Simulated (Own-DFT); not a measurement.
Simulation results for Ti7Si13 (C49 TiSi2 crystal with substituted atoms, atoms displaced)

Computed with Own-DFT development build. A calculation, not a measurement: plane-wave density functional theory by an unreviewed code, no spin, of a simulated periodic cell, stress positive in tension, run twice, with PBE and with PBEsol, both on files made for PBE, so the change isn't that of files made for PBEsol, forces on such cells moved up to 12 meV/angstrom on a denser k mesh; the far tail of each file's local potential was reset to the Coulomb form; each entry is a single point on an unrelaxed cell, so the pressure reflects the starting lattice, taken from the Materials Project, from which strain is counted, and rises with the displacements; printed positions are rounded, which can move forces by about a meV/angstrom; the program, named Own-DFT, is a retired in-house code; no spin-orbit coupling; stress was not checked against mesh or cutoff.

Ti7Si13 (C49 TiSi2 crystal with substituted atoms, atoms displaced)

```cif
# cell vector a (Å): 5.2953 -6.7593 3.5652
# cell vector b (Å): 7.0604 0.0000 -7.1303
# cell vector c (Å): 5.2953 6.7593 3.5652
data_Ti7Si13
_symmetry_space_group_name_H-M 'P 1'
_symmetry_Int_Tables_number 1
_cell_length_a 9.2973
_cell_length_b 10.0345
_cell_length_c 9.2973
_cell_angle_alpha 82.631
_cell_angle_beta 93.274
_cell_angle_gamma 82.631
_cell_volume 850.71
loop_
_atom_site_label
_atom_site_type_symbol
_atom_site_fract_x
_atom_site_fract_y
_atom_site_fract_z
_atom_site_occupancy
Ti1 Ti 0.93709 0.91908 0.14464 1
Ti2 Ti 0.82728 0.87758 0.64137 1
Si1 Si 0.61289 0.93013 0.49065 1
Si2 Si 0.18690 0.86274 0.31400 1
Si3 Si 0.89704 0.02756 0.40206 1
Si4 Si 0.90856 0.77039 0.40461 1
Ti3 Ti 0.94798 0.42364 0.14848 1
Ti4 Ti 0.86799 0.36178 0.65759 1
Si5 Si 0.61556 0.42999 0.48309 1
Si6 Si 0.19405 0.37499 0.30861 1
Si7 Si 0.89623 0.52502 0.41286 1
Si8 Si 0.89831 0.26810 0.40858 1
Ti5 Ti 0.74451 0.71874 0.96363 1
Ti6 Ti 0.65415 0.67652 0.44798 1
Si9 Si 0.40683 0.71813 0.28629 1
Si10 Si 0.97879 0.67392 0.12210 1
Si11 Si 0.69447 0.82361 0.18492 1
Si12 Si 0.70608 0.56176 0.20115 1
Ti7 Ti 0.55113 0.04243 0.75262 1
Ti8 Ti 0.45156 0.98090 0.24446 1
Si13 Si 0.22796 0.01624 0.09157 1
Si14 Si 0.78936 0.98206 0.90224 1
Si15 Si 0.50387 0.12736 0.99114 1
Si16 Si 0.51065 0.87696 0.00296 1
Ti9 Ti 0.74513 0.22115 0.95551 1
Ti10 Ti 0.64538 0.17507 0.44154 1
Si17 Si 0.40783 0.23114 0.30120 1
Si18 Si 0.97059 0.18986 0.11131 1
Si19 Si 0.71064 0.32422 0.20916 1
Si20 Si 0.70095 0.06646 0.19437 1
Ti11 Ti 0.54858 0.52575 0.75779 1
Ti12 Ti 0.44541 0.47717 0.23674 1
Si21 Si 0.21347 0.51917 0.09227 1
Si22 Si 0.81204 0.48374 0.90902 1
Si23 Si 0.49877 0.62765 0.00820 1
Si24 Si 0.50571 0.39016 0.98934 1
Ti13 Ti 0.34631 0.82758 0.54618 1
Ti14 Ti 0.25244 0.78006 0.03799 1
Si25 Si 0.01074 0.82880 0.87577 1
Si26 Si 0.59955 0.77161 0.71608 1
Si27 Si 0.28469 0.93143 0.80606 1
Si28 Si 0.28681 0.67883 0.80617 1
Ti15 Ti 0.35640 0.31427 0.54976 1
Ti16 Ti 0.26098 0.27134 0.05237 1
Si29 Si 0.99180 0.32937 0.90662 1
Si30 Si 0.57513 0.27491 0.69121 1
Si31 Si 0.29321 0.41611 0.80372 1
Si32 Si 0.32237 0.17844 0.79807 1
Ti17 Ti 0.13394 0.62303 0.34423 1
Ti18 Ti 0.03404 0.57117 0.85873 1
Si33 Si 0.81555 0.62626 0.68622 1
Si34 Si 0.37838 0.56920 0.50720 1
Si35 Si 0.10215 0.73288 0.60386 1
Si36 Si 0.10085 0.46785 0.59785 1
Ti19 Ti 0.14425 0.12400 0.34816 1
Ti20 Ti 0.04224 0.06892 0.84179 1
Si37 Si 0.79506 0.12129 0.68160 1
Si38 Si 0.40485 0.07404 0.48922 1
Ti21 Ti 0.10342 0.22204 0.59459 1
Si39 Si 0.10831 0.97882 0.59847 1
```

```
functional                                        : PBE, then PBEsol
potential files                                   : PseudoDojo norm-conserving, scalar-relativistic, standard set
wave cutoff                                       : 42 hartree
occupations                                       : cold (Marzari-Vanderbilt)
smearing width                                    : 0.2 eV
k mesh                                            : 4 x 4 x 4 centred on Gamma
PBE pressure                                      : 5.74 GPa
PBE stress xx                                     : -6.69 GPa
PBE stress yy                                     : -3.36 GPa
PBE stress zz                                     : -7.15 GPa
PBE stress yz                                     : 0.33 GPa
PBE stress xz                                     : -0.3 GPa
PBE stress xy                                     : 0.54 GPa
PBEsol pressure                                   : 2.34 GPa
PBEsol stress xx                                  : -3.22 GPa
PBEsol stress yy                                  : 0.25 GPa
PBEsol stress zz                                  : -4.06 GPa
PBEsol stress yz                                  : 0.32 GPa
PBEsol stress xz                                  : -0.31 GPa
PBEsol stress xy                                  : 0.55 GPa
rms change of force components from PBE to PBEsol : 0.026 eV/Å
```

Force:
```tsv
force element	PBE force x (eV/Å)	PBE force y (eV/Å)	PBE force z (eV/Å)	PBEsol force x (eV/Å)	PBEsol force y (eV/Å)	PBEsol force z (eV/Å)
Ti	1.704	-0.382	-0.023	1.676	-0.38	-0.021
Ti	2.054	-1.806	2.011	2.033	-1.77	1.998
Si	-1.682	0.025	0.17	-1.659	-0.033	0.195
Si	0.181	-0.437	-1.413	0.177	-0.387	-1.413
Si	-0.738	-0.158	0.232	-0.739	-0.152	0.238
Si	-0.48	0.513	-1.063	-0.499	0.506	-1.082
Ti	1.705	1.191	0.138	1.673	1.159	0.116
Ti	-0.596	1.122	-2.286	-0.58	1.07	-2.247
Si	-0.265	0.609	0.187	-0.264	0.565	0.179
Si	-0.48	1.021	0.119	-0.474	1.079	0.112
Si	-0.458	-0.496	-0.186	-0.461	-0.492	-0.184
Si	-0.151	-0.362	-0.674	-0.086	-0.358	-0.623
Ti	0.122	-1.289	-0.938	0.124	-1.284	-0.926
Ti	-0.22	0.181	-0.379	-0.207	0.194	-0.366
Si	0.653	0.109	-0.298	0.644	0.054	-0.295
Si	-0.727	-1.265	-0.424	-0.731	-1.235	-0.425
Si	1.368	1.131	1.379	1.376	1.108	1.411
Si	0.602	0.436	-0.912	0.613	0.42	-0.933
Ti	-2.748	0.062	1.843	-2.704	0.036	1.813
Ti	0.043	-0.332	1.043	0.052	-0.313	1.032
Si	-0.588	1.229	-2.031	-0.574	1.198	-2.027
Si	-0.597	0.124	1.019	-0.585	0.171	1.019
Si	0.883	0.92	0.316	0.902	0.906	0.316
Si	-1.27	0.233	-1.147	-1.289	0.227	-1.162
Ti	0.013	-0.494	-1.456	0.015	-0.514	-1.434
Ti	0.563	-0.789	0.215	0.55	-0.746	0.228
Si	-1.082	-1.768	-1.041	-1.061	-1.83	-1.049
Si	-0.541	-0.275	3.23	-0.534	-0.23	3.246
Si	-1.38	0.063	-0.185	-1.412	0.064	-0.18
Si	0.563	0.368	-0.346	0.565	0.361	-0.355
Ti	-0.583	-0.793	-0.542	-0.576	-0.798	-0.539
Ti	1.085	0.296	1.425	1.071	0.312	1.418
Si	-0.544	0.255	-1.648	-0.538	0.215	-1.651
Si	-2.429	2.764	-2.009	-2.377	2.817	-2.027
Si	-0.234	-0.479	-0.477	-0.227	-0.472	-0.485
Si	-0.49	0.805	1.242	-0.491	0.792	1.255
Ti	0.171	0.434	1.095	0.149	0.425	1.077
Ti	-0.136	1.131	1.028	-0.133	1.124	1.023
Si	-0.602	1.041	0.77	-0.59	1.019	0.777
Si	-0.609	0.545	-1.155	-0.597	0.573	-1.152
Si	0.42	-1.497	0.437	0.429	-1.464	0.449
Si	-0.057	-0.953	0.658	-0.035	-0.937	0.677
Ti	0.476	0.617	-1.971	0.45	0.623	-1.943
Ti	-0.343	0.215	-0.505	-0.321	0.233	-0.509
Si	-0.884	-3.153	2.622	-0.877	-3.22	2.617
Si	3.097	-0.524	0.825	3.049	-0.469	0.826
Si	0.725	-0.04	-0.79	0.732	-0.032	-0.789
Si	-1.306	1.257	-0.468	-1.355	1.223	-0.495
Ti	1.536	-0.121	1.109	1.529	-0.128	1.092
Ti	2.153	-3.233	-0.045	2.116	-3.176	-0.038
Si	-0.615	0.087	-0.047	-0.609	0.04	-0.049
Si	0.732	-0.343	0.136	0.72	-0.299	0.141
Si	-0.84	0.212	0.176	-0.853	0.2	0.181
Si	1.071	0.034	-0.549	1.016	0.032	-0.508
Ti	-0.931	-0.639	0.325	-0.888	-0.608	0.33
Ti	1.679	0.452	-0.307	1.643	0.431	-0.328
Si	1.524	-0.822	-0.155	1.5	-0.862	-0.157
Si	-0.251	2.71	0.565	-0.247	2.767	0.562
Ti	0.857	0.051	0.902	0.842	0.051	0.884
Si	-1.124	0.212	0.252	-1.072	0.196	0.183
```
